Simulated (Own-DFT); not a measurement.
Simulation results for Hf₃₆O₇₁ (tetragonal hafnia with one neutral oxygen vacancy, atoms displaced)

A calculation, not a measurement: plane-wave PBE and HSE06 DFT by an unreviewed code, no spin, of a simulated cell at Gamma alone, so results move with cell size and shape, stress positive in tension, energies less offsets, not probed for a lower state with spin; hafnium file: forces about 75 meV/angstrom off all-electron values; oxygen file: force components 24 meV/angstrom off all-electron in a glass; k mesh not checked against a denser one; forces and stress are PBE's, HSE06 gives the energy alone, and its difference from PBE has offsets of its own; offsets are fitted by least squares, one for each functional and potential file, so energies compare only between cells with the same atoms and settings and are not formation energies; the far tail of each file's local potential was reset to the Coulomb form; each entry is a single point on an unrelaxed cell, so the pressure reflects the starting lattice, taken from the Materials Project, from which strain is counted, and rises with the displacements; printed positions are rounded, which can move forces by about a meV/angstrom; the program is a retired in-house code; no spin-orbit coupling. Program: Own-DFT development build.

Settings shared by all entries: first functional PBE; second functional HSE06; exact exchange share 0.25; screening 0.11 1/bohr; exchange divergence Gygi-Baldereschi; potential files PseudoDojo norm-conserving, scalar-relativistic, made for PBE, standard set; wave cutoff 48 hartree; occupations fixed; k mesh 1 x 1 x 1 centred on Gamma.

(1) Hf₃₆O₇₁ (tetragonal hafnia with one neutral oxygen vacancy, atoms displaced)

```cif
# cell vector a (Å): 10.7800 0.0000 0.0000
# cell vector b (Å): 0.0000 10.7800 0.0000
# cell vector c (Å): 0.0000 0.0000 10.4493
data_Hf36O71
_symmetry_space_group_name_H-M 'P 1'
_symmetry_Int_Tables_number 1
_cell_length_a 10.7800
_cell_length_b 10.7800
_cell_length_c 10.4493
_cell_angle_alpha 90.000
_cell_angle_beta 90.000
_cell_angle_gamma 90.000
_cell_volume 1214.30
loop_
_atom_site_label
_atom_site_type_symbol
_atom_site_fract_x
_atom_site_fract_y
_atom_site_fract_z
_atom_site_occupancy
Hf1 Hf 0.98619 0.99718 0.98499 1
Hf2 Hf 0.17301 0.16923 0.25096 1
O1 O 0.98874 0.16256 0.15404 1
O2 O 0.16582 0.01565 0.34086 1
O3 O 0.99494 0.18312 0.40218 1
O4 O 0.16881 0.00227 0.09877 1
Hf3 Hf 0.00666 0.99255 0.50478 1
Hf4 Hf 0.16239 0.16442 0.75640 1
O5 O 0.00839 0.16302 0.64606 1
O6 O 0.15920 0.01917 0.85302 1
O7 O 0.01817 0.15789 0.90755 1
O8 O 0.17668 0.99578 0.60922 1
Hf5 Hf 0.00678 0.32463 0.98850 1
Hf6 Hf 0.16829 0.50362 0.23761 1
O9 O 0.99659 0.49277 0.14825 1
O10 O 0.17333 0.33741 0.33602 1
O11 O 0.00115 0.49597 0.40085 1
O12 O 0.17797 0.33206 0.09372 1
Hf7 Hf 0.00542 0.33095 0.51053 1
Hf8 Hf 0.16998 0.49861 0.74586 1
O13 O 0.99498 0.50793 0.64683 1
O14 O 0.17345 0.32948 0.85261 1
O15 O 0.99836 0.52007 0.90172 1
O16 O 0.16519 0.35101 0.59003 1
Hf9 Hf 0.01044 0.66510 0.00485 1
Hf10 Hf 0.17394 0.83699 0.23953 1
O17 O 0.00555 0.83099 0.14583 1
O18 O 0.16378 0.65837 0.34937 1
O19 O 0.01090 0.82972 0.40956 1
O20 O 0.17576 0.66764 0.09746 1
Hf11 Hf 0.00635 0.66139 0.50789 1
Hf12 Hf 0.17301 0.84269 0.74980 1
O21 O 0.02556 0.82477 0.66092 1
O22 O 0.16293 0.66462 0.84801 1
O23 O 0.99897 0.82963 0.89378 1
O24 O 0.16386 0.66981 0.59370 1
Hf13 Hf 0.34314 0.00506 0.98832 1
Hf14 Hf 0.51288 0.16250 0.25755 1
O25 O 0.33367 0.15865 0.16014 1
O26 O 0.49500 0.00399 0.35521 1
O27 O 0.33267 0.16258 0.40648 1
O28 O 0.49904 0.01213 0.09891 1
Hf15 Hf 0.33418 0.00083 0.50818 1
Hf16 Hf 0.48443 0.17981 0.74977 1
O29 O 0.33346 0.17215 0.64170 1
O30 O 0.50212 0.99247 0.85412 1
O31 O 0.31758 0.15362 0.90441 1
O32 O 0.50282 0.00147 0.59520 1
Hf17 Hf 0.33690 0.33350 0.99439 1
Hf18 Hf 0.51069 0.49079 0.24389 1
O33 O 0.33499 0.49736 0.14837 1
O34 O 0.50276 0.34107 0.35310 1
O35 O 0.33260 0.51525 0.41105 1
O36 O 0.49890 0.32860 0.09479 1
Hf19 Hf 0.33145 0.34809 0.51398 1
Hf20 Hf 0.50094 0.48735 0.75325 1
O37 O 0.33792 0.50016 0.66533 1
O38 O 0.49715 0.34640 0.83456 1
O39 O 0.33140 0.49767 0.89330 1
O40 O 0.50019 0.33322 0.59688 1
Hf21 Hf 0.33914 0.66171 0.00100 1
Hf22 Hf 0.49077 0.84009 0.24013 1
O41 O 0.33127 0.83595 0.14540 1
O42 O 0.33457 0.82634 0.39829 1
O43 O 0.50307 0.66387 0.11630 1
Hf23 Hf 0.34015 0.66713 0.49884 1
Hf24 Hf 0.50210 0.84459 0.75769 1
O44 O 0.34557 0.82811 0.66003 1
O45 O 0.51311 0.65988 0.85666 1
O46 O 0.32595 0.83769 0.89158 1
O47 O 0.48472 0.67924 0.57946 1
Hf25 Hf 0.67134 0.01449 0.99794 1
Hf26 Hf 0.82855 0.16313 0.25078 1
O48 O 0.66472 0.16458 0.15584 1
O49 O 0.84095 0.97908 0.34710 1
O50 O 0.66975 0.16766 0.40997 1
O51 O 0.83172 0.98527 0.09982 1
Hf27 Hf 0.66090 0.00853 0.49275 1
Hf28 Hf 0.83241 0.16327 0.75265 1
O52 O 0.65820 0.17217 0.64228 1
O53 O 0.82536 0.00133 0.84024 1
O54 O 0.66781 0.17033 0.89790 1
O55 O 0.82111 0.00010 0.58539 1
Hf29 Hf 0.66357 0.32647 0.99097 1
Hf30 Hf 0.83333 0.49785 0.24134 1
O56 O 0.67649 0.50451 0.15309 1
O57 O 0.82955 0.34752 0.34364 1
O58 O 0.67363 0.50181 0.39683 1
O59 O 0.83703 0.33917 0.08721 1
Hf31 Hf 0.67006 0.34225 0.49701 1
Hf32 Hf 0.84054 0.48933 0.75440 1
O60 O 0.67026 0.50591 0.64891 1
O61 O 0.83763 0.32845 0.85121 1
O62 O 0.66011 0.51343 0.90491 1
O63 O 0.83232 0.33208 0.59435 1
Hf33 Hf 0.66860 0.66337 0.99410 1
Hf34 Hf 0.84627 0.83401 0.24107 1
O64 O 0.65090 0.82645 0.14941 1
O65 O 0.84216 0.66240 0.36012 1
O66 O 0.68234 0.82296 0.39244 1
O67 O 0.83806 0.67238 0.08219 1
Hf35 Hf 0.66433 0.66703 0.48491 1
Hf36 Hf 0.83602 0.81776 0.73692 1
O68 O 0.65382 0.83540 0.64957 1
O69 O 0.82844 0.66522 0.84887 1
O70 O 0.65795 0.83670 0.89433 1
O71 O 0.82739 0.66673 0.61325 1
```

It finds PBE energy of cell above offsets -85.181 eV; HSE06 less PBE above offsets 0.839 eV; PBE pressure 5.89 GPa; PBE stress xx -5.83 GPa; PBE stress yy -6.49 GPa; PBE stress zz -5.34 GPa; PBE stress yz 0.63 GPa; PBE stress xz -0.99 GPa; PBE stress xy -0.01 GPa.

Force:
```tsv
element	x (eV/Å)	y (eV/Å)	z (eV/Å)
Hf	2.681	-2.498	2.668
Hf	-0.436	1.174	-1.133
O	0.334	0.469	-0.67
O	-0.732	-3.701	2.319
O	-0.477	-2.511	0.085
O	-0.671	-0.523	-1.184
Hf	-0.762	0.509	-1.673
Hf	0.933	0.487	-1.569
O	-1.27	0.114	1.346
O	0.192	-4.726	-0.282
O	-2.141	2.598	-1.466
O	-1.078	0.362	-0.432
Hf	-0.002	2.222	3.161
Hf	-1.027	-0.294	2.565
O	1.773	0.549	-0.839
O	0.532	0.399	0.929
O	0.438	-0.581	0.984
O	-1.539	-0.249	-1.05
Hf	-2.22	1.926	-3.602
Hf	-0.872	2.412	0.957
O	0.694	-1.183	1.415
O	-0.967	0.891	-1.156
O	-0.166	-5.344	-1.559
O	0.98	-0.13	2.377
Hf	-0.874	1.959	-0.445
Hf	-1.093	0.268	1.866
O	0.844	0.078	0.073
O	-0.406	1.198	-1.704
O	0.141	1.107	-0.011
O	-0.114	-0.216	0.416
Hf	-1.669	-0.95	-2.72
Hf	3.233	-1.238	2.162
O	-5.96	1.187	-2.505
O	0.946	0.066	-0.478
O	-0.212	1.13	0.621
O	2.65	-1.127	1.472
Hf	-1.552	-3.672	4.018
Hf	-4.672	0.673	0.527
O	1.812	0.704	-0.619
O	1.083	-0.706	-0.749
O	0.128	1.41	0.68
O	1.183	-0.119	-0.066
Hf	1.167	-0.427	-2.084
Hf	2.228	-2.837	-2.546
O	-0.827	0.415	2.042
O	-0.518	5.095	0.763
O	1.947	5.271	-2.517
O	-1.265	0.654	1.107
Hf	-1.643	0.275	1.877
Hf	-0.709	2.848	0.404
O	1.103	-0.148	-0.607
O	0.187	-1.766	-0.251
O	0.744	-4.276	-1.25
O	1.292	0.16	-0.601
Hf	0.754	-0.663	-4.07
Hf	2.04	9.931	-4.009
O	-0.677	-0.695	-1.765
O	0.015	-7.947	5.284
O	0.116	-0.023	1.375
O	-0.061	0.325	0.906
Hf	1.098	0.567	-0.722
Hf	1.694	-1.596	1.345
O	0.889	-0.185	-0.992
O	-0.217	2.107	-0.621
O	-1.442	-0.496	-1.327
Hf	-4.851	2.216	-1.159
Hf	1.236	-4.025	-1.432
O	-2.469	1.173	-1.008
O	-2.223	0.91	-0.773
O	0.345	-0.456	1.863
O	6.578	-1.164	1.989
Hf	-1.711	-4.885	0.471
Hf	3.028	0.849	1.68
O	1.805	0.22	-1.593
O	0.135	4.241	-0.007
O	0.322	1.333	-2.646
O	-0.72	1.009	-0.894
Hf	-0.155	-3.939	1.3
Hf	-1.33	0.028	-3.481
O	0.549	-0.077	2.537
O	0.891	0.298	0.91
O	-0.078	0.227	-1.079
O	3.112	0.125	1.308
Hf	1.477	3.562	2.424
Hf	2.085	1.749	2.061
O	-2.292	-0.601	-1.416
O	-0.991	-3.472	-0.083
O	-1.175	0.045	-0.27
O	-1.378	-1.079	-0.528
Hf	0.076	0.351	0.266
Hf	-1.202	3.854	-1.192
O	-0.665	-1.365	0.592
O	0.426	-0.788	-0.253
O	0.646	-6.688	-1.228
O	0.631	-0.245	1.348
Hf	-0.232	4.23	1.543
Hf	-2.781	-3.207	0.922
O	2.019	1.129	-0.144
O	-0.008	0.27	-1.844
O	-1.48	1.877	0.359
O	0.093	0.118	1.681
Hf	0.177	0.935	1.496
Hf	-1.591	-0.928	0.608
O	2.002	-0.206	-0.294
O	-0.273	-0.17	-0.701
O	1.309	0.702	1.444
O	1.073	1.125	-1.254
```

(2) Hf₃₆O₇₁ (tetragonal hafnia with one neutral oxygen vacancy, atoms displaced)

```cif
# cell vector a (Å): 10.7800 0.0000 0.0000
# cell vector b (Å): 0.0000 10.7800 0.0000
# cell vector c (Å): 0.0000 0.0000 10.4493
data_Hf36O71
_symmetry_space_group_name_H-M 'P 1'
_symmetry_Int_Tables_number 1
_cell_length_a 10.7800
_cell_length_b 10.7800
_cell_length_c 10.4493
_cell_angle_alpha 90.000
_cell_angle_beta 90.000
_cell_angle_gamma 90.000
_cell_volume 1214.30
loop_
_atom_site_label
_atom_site_type_symbol
_atom_site_fract_x
_atom_site_fract_y
_atom_site_fract_z
_atom_site_occupancy
Hf1 Hf 0.99496 0.00445 0.01038 1
Hf2 Hf 0.15576 0.17008 0.25028 1
O1 O 0.01010 0.16320 0.15223 1
O2 O 0.16781 0.99121 0.34465 1
O3 O 0.00640 0.16088 0.38982 1
O4 O 0.16667 0.99083 0.11205 1
Hf3 Hf 0.99210 0.99771 0.49911 1
Hf4 Hf 0.16814 0.16210 0.74903 1
O5 O 0.99511 0.17034 0.65037 1
O6 O 0.15891 0.01015 0.84021 1
O7 O 0.01183 0.16526 0.90418 1
O8 O 0.16811 0.00801 0.61142 1
Hf5 Hf 0.99945 0.32330 0.99710 1
Hf6 Hf 0.16783 0.49644 0.25820 1
O9 O 0.99999 0.48724 0.15027 1
O10 O 0.16277 0.34274 0.35199 1
O11 O 0.00212 0.49977 0.42077 1
O12 O 0.16140 0.32871 0.09026 1
Hf7 Hf 0.99725 0.31825 0.49792 1
Hf8 Hf 0.16123 0.50823 0.74369 1
O13 O 0.01494 0.49030 0.64691 1
O14 O 0.16866 0.33304 0.85361 1
O15 O 0.99798 0.49958 0.89763 1
O16 O 0.16169 0.33801 0.61199 1
Hf9 Hf 0.00160 0.67994 0.99967 1
Hf10 Hf 0.17652 0.82597 0.25486 1
O17 O 0.99687 0.83854 0.16175 1
O18 O 0.18265 0.66682 0.33298 1
O19 O 0.99779 0.84324 0.38853 1
O20 O 0.16163 0.66736 0.10632 1
Hf11 Hf 0.99418 0.66366 0.51224 1
Hf12 Hf 0.17993 0.84337 0.75219 1
O21 O 0.00904 0.83574 0.64105 1
O22 O 0.17208 0.66493 0.85498 1
O23 O 0.01151 0.82676 0.89731 1
O24 O 0.16879 0.66046 0.60081 1
Hf13 Hf 0.32337 0.99212 0.99897 1
Hf14 Hf 0.51276 0.16964 0.25380 1
O25 O 0.32174 0.16793 0.15546 1
O26 O 0.50526 0.99145 0.34891 1
O27 O 0.34493 0.16582 0.39743 1
O28 O 0.50363 0.99440 0.11808 1
Hf15 Hf 0.33022 0.99734 0.48856 1
Hf16 Hf 0.50221 0.15965 0.73629 1
O29 O 0.33543 0.15840 0.65469 1
O30 O 0.52126 0.01034 0.85152 1
O31 O 0.33612 0.17026 0.88815 1
O32 O 0.50594 0.99833 0.58945 1
Hf17 Hf 0.33228 0.33504 0.99435 1
Hf18 Hf 0.49553 0.50742 0.24355 1
O33 O 0.32742 0.49442 0.16020 1
O34 O 0.50453 0.33032 0.34571 1
O35 O 0.33087 0.51045 0.40797 1
O36 O 0.48968 0.33646 0.10191 1
Hf19 Hf 0.32952 0.30203 0.51513 1
Hf20 Hf 0.49467 0.48845 0.75858 1
O37 O 0.32694 0.49737 0.65742 1
O38 O 0.50089 0.34025 0.83252 1
O39 O 0.34228 0.49300 0.90525 1
O40 O 0.49238 0.33404 0.60034 1
Hf21 Hf 0.33012 0.65640 0.00129 1
Hf22 Hf 0.49990 0.83955 0.24060 1
O41 O 0.33712 0.82966 0.15894 1
O42 O 0.50910 0.64741 0.33946 1
O43 O 0.34237 0.84370 0.40303 1
O44 O 0.49853 0.66519 0.09577 1
Hf23 Hf 0.32833 0.67043 0.50183 1
Hf24 Hf 0.49788 0.83832 0.74977 1
O45 O 0.32853 0.83211 0.64705 1
O46 O 0.51253 0.68253 0.85500 1
O47 O 0.33314 0.83120 0.91284 1
O48 O 0.51620 0.67441 0.59979 1
Hf25 Hf 0.67944 0.99378 0.00718 1
Hf26 Hf 0.83594 0.16868 0.26181 1
O49 O 0.67594 0.16872 0.15662 1
O50 O 0.85154 0.00513 0.34762 1
O51 O 0.67427 0.16278 0.41555 1
O52 O 0.84032 0.00585 0.09584 1
Hf27 Hf 0.66202 0.98828 0.50473 1
Hf28 Hf 0.83954 0.16465 0.74716 1
O53 O 0.66024 0.17694 0.65561 1
O54 O 0.83078 0.00981 0.85680 1
O55 O 0.85414 0.99390 0.58470 1
Hf29 Hf 0.65952 0.33820 0.98708 1
Hf30 Hf 0.82522 0.49109 0.23170 1
O56 O 0.65472 0.49358 0.14753 1
O57 O 0.83010 0.32643 0.34028 1
O58 O 0.65124 0.50814 0.38524 1
O59 O 0.83847 0.33571 0.08564 1
Hf31 Hf 0.66677 0.32797 0.48160 1
Hf32 Hf 0.82309 0.49455 0.75605 1
O60 O 0.67477 0.51883 0.66592 1
O61 O 0.85325 0.33569 0.85710 1
O62 O 0.66547 0.48807 0.91358 1
O63 O 0.82460 0.33006 0.59546 1
Hf33 Hf 0.66006 0.67417 0.02890 1
Hf34 Hf 0.83365 0.84333 0.25744 1
O64 O 0.65913 0.83053 0.14974 1
O65 O 0.82532 0.66643 0.36505 1
O66 O 0.67165 0.82828 0.39807 1
O67 O 0.83261 0.66316 0.11095 1
Hf35 Hf 0.66579 0.66340 0.50865 1
Hf36 Hf 0.82411 0.84027 0.75626 1
O68 O 0.66669 0.82908 0.65590 1
O69 O 0.83353 0.66583 0.85855 1
O70 O 0.66505 0.83129 0.90058 1
O71 O 0.83554 0.66279 0.59261 1
```

Results for Hf₃₆O₇₁ (tetragonal hafnia with one neutral oxygen vacancy, atoms displaced): PBE energy of cell above offsets -83.256 eV; HSE06 less PBE above offsets 0.713 eV; PBE pressure 7.09 GPa; PBE stress xx -8.03 GPa; PBE stress yy -6.93 GPa; PBE stress zz -6.33 GPa; PBE stress yz -0.48 GPa; PBE stress xz 1.69 GPa; PBE stress xy 0.11 GPa.

Force:
```tsv
element	x (eV/Å)	y (eV/Å)	z (eV/Å)
Hf	3.673	-0.781	-1.095
Hf	3.947	-0.108	0.149
O	-3.797	-0.368	-1.456
O	1.273	1.979	1.558
O	-0.296	1.075	1.264
O	0.094	0.023	-2.712
Hf	8.298	-1.575	-3.412
Hf	-0.257	3.956	0.454
O	0.736	0.071	-0.648
O	1.244	-3.402	2.994
O	-0.979	-1.926	-0.767
O	0.357	-0.287	-2.026
Hf	1.613	3.816	-0.515
Hf	-1.136	0.874	-1.137
O	-0.332	0.521	1.466
O	0.071	-3.494	1.103
O	-0.166	-0.844	-1.569
O	1.638	0.042	1.307
Hf	1.27	3.609	1.43
Hf	0.218	-1.841	2.161
O	-4.412	0.849	0.04
O	0.272	0.192	-1.02
O	0.511	1.209	0.883
O	0.968	-2.64	-2.146
Hf	-0.477	-3.872	0.492
Hf	-2.401	1.721	-1.292
O	-0.092	-0.277	-1.887
O	-0.153	-0.204	3.144
O	-0.078	-2.078	1.651
O	0.816	0.346	-1.498
Hf	0.369	0.31	-2.022
Hf	-3.788	-1.367	-0.181
O	-0.349	-0.276	1.561
O	0.853	1.08	-0.019
O	-0.75	3.165	-0.1
O	0.031	0.919	-0.325
Hf	0.659	3.419	2.401
Hf	-2.683	-0.503	-1.617
O	1.683	-0.537	-0.169
O	0.853	2.056	1.148
O	-0.422	-1.528	0.163
O	-0.348	0.677	-2.684
Hf	-1.194	1.298	0.925
Hf	-0.511	1.162	3.011
O	-0.355	0.269	-2.014
O	-0.572	-1.496	-0.493
O	0.174	-1.543	1.222
O	-1.854	0.038	1.651
Hf	-2.342	-2.815	1.61
Hf	-0.797	-3.712	1.046
O	-0.303	0.774	-1.834
O	0.571	-0.176	0.43
O	0.032	-1.573	0.36
O	1.665	-1.175	-1.544
Hf	-0.773	5.265	-0.035
Hf	-0.564	6.139	-3.564
O	2.206	0.636	0.27
O	0.808	-5.703	3.239
O	0.808	2.333	-0.231
O	1.446	0.02	-0.877
Hf	-1.468	0.008	0.305
Hf	-0.583	-1.089	2.494
O	-0.241	-0.12	-1.577
O	-1.059	6.759	1.67
O	-0.102	-3.173	-0.663
O	-2.462	-0.377	1.184
Hf	1.075	-2.247	-0.523
Hf	0.965	-1.616	0.981
O	2.005	0.516	0.382
O	-1.327	-1.73	-0.488
O	-0.144	0.564	-1.56
O	-4.944	0.615	0.726
Hf	-3.175	1.397	-1.442
Hf	0.514	-1.342	-3.176
O	-0.368	-0.323	0.225
O	-1.872	0.159	0.013
O	-0.072	-2.049	-1.661
O	-1.817	-0.58	1.877
Hf	1.3	-0.606	-1.859
Hf	-1.546	2.719	1.063
O	2.977	-1.153	-0.312
O	-0.178	-1.427	-0.832
O	-9.384	0.162	5.226
Hf	0.286	-4.671	3.557
Hf	1.484	2.134	0.925
O	1.867	0.335	-0.971
O	-0.147	2.098	1.691
O	2.327	-2.971	2.312
O	-2.692	-0.124	1.846
Hf	-1.438	3.316	1.708
Hf	4.551	1.099	1.401
O	-3.202	-0.943	-1.335
O	-2.113	-1.936	-2.648
O	0.353	4.566	-2.721
O	0.521	0.176	-0.324
Hf	2.788	-0.871	-4.307
Hf	1.353	-3.805	1.215
O	2.595	0.256	-0.591
O	1.174	0.098	-2.33
O	-0.33	1.799	0.853
O	-0.039	0.109	-0.066
Hf	2.232	-1.341	-3.269
Hf	1.901	-2.78	0.684
O	0.768	1.838	-0.519
O	-0.347	1.08	-1.199
O	1.541	1.203	0.823
O	-0.507	0.519	2.964
```
